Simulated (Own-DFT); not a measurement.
# Misfit strain and the stress it brings: diamond-structure GeSn with randomly placed atoms, 64 atoms (Ge56Sn8)

Calculated, not measured: single-point runs of Own-DFT, a retired in-house plane-wave DFT program that no person has reviewed, on unrelaxed cells, without spin or spin-orbit coupling.

All runs used: PBE; PseudoDojo norm-conserving scalar-relativistic files; cutoff 49 hartree; 3 x 3 x 3 k mesh centred on Gamma; Fermi-Dirac smearing of 0.1 eV.

Known weak points: forces on such cells moved up to 12 meV/angstrom on a denser k mesh; stress not checked against mesh or cutoff.

Unstrained cell vectors in Å: (11.524, 0.000, 0.000); (0.000, 11.524, 0.000); (0.000, 0.000, 11.524). The unstrained cell has measured lattice constants (interpolated for alloys), not those of this functional. That, the random moves and any unrelaxed bonds set the pressure at no strain. Each run strains x and y alike by e, as a substrate would, and holds the height along z. Random moves of width 0.05 Å per axis were added to every atom. The random placing of the alloy's atoms differs from row to row. Stress is positive in tension.

| e (%) | u (Å) | (s_xx + s_yy)/2 (GPa) | s_zz (GPa) |
|---|---|---|---|
| -3.00 | 0.048 | -10.99 | -9.11 |
| -2.50 | 0.050 | -10.10 | -8.46 |
| -1.50 | 0.051 | -7.91 | -7.14 |
| -0.25 | 0.046 | -5.68 | -5.71 |
| 0.25 | 0.048 | -4.79 | -5.04 |
| 1.00 | 0.050 | -3.53 | -4.08 |
| 1.25 | 0.051 | -3.30 | -3.91 |
| 2.25 | 0.051 | ? | ? |
| 2.75 | 0.049 | -1.00 | -2.52 |
| 3.00 | 0.050 | -0.71 | -2.20 |

## Analysis

With e as a fraction, the in-plane stress is -5.2 + 172 e - 702 e² GPa (errors 1 and 71, scatter 0.08), and s_zz is -5.3 + 115 e - 401 e² GPa (slope ± 1, scatter 0.07). At e = 0 the first slope is C11 + C12 and the second 2 C12, both with the ions held to the strained lattice and at the cell's own pressure. The term in e² is negative: the layer stiffens under compression and softens under tension. A free layer would change its height as e changes, and the in-plane slope would drop by 2 C12²/C11 to the biaxial modulus. At fixed height, a misfit of 1 % moves the in-plane stress by about 1.7 GPa and s_zz by 1.2 GPa.

## The run left out

Q: what are the two stresses at e = 2.25 %?

From the fit: -1.7 and -2.9 GPa. DFT gave -1.83 and -3.06 GPa.
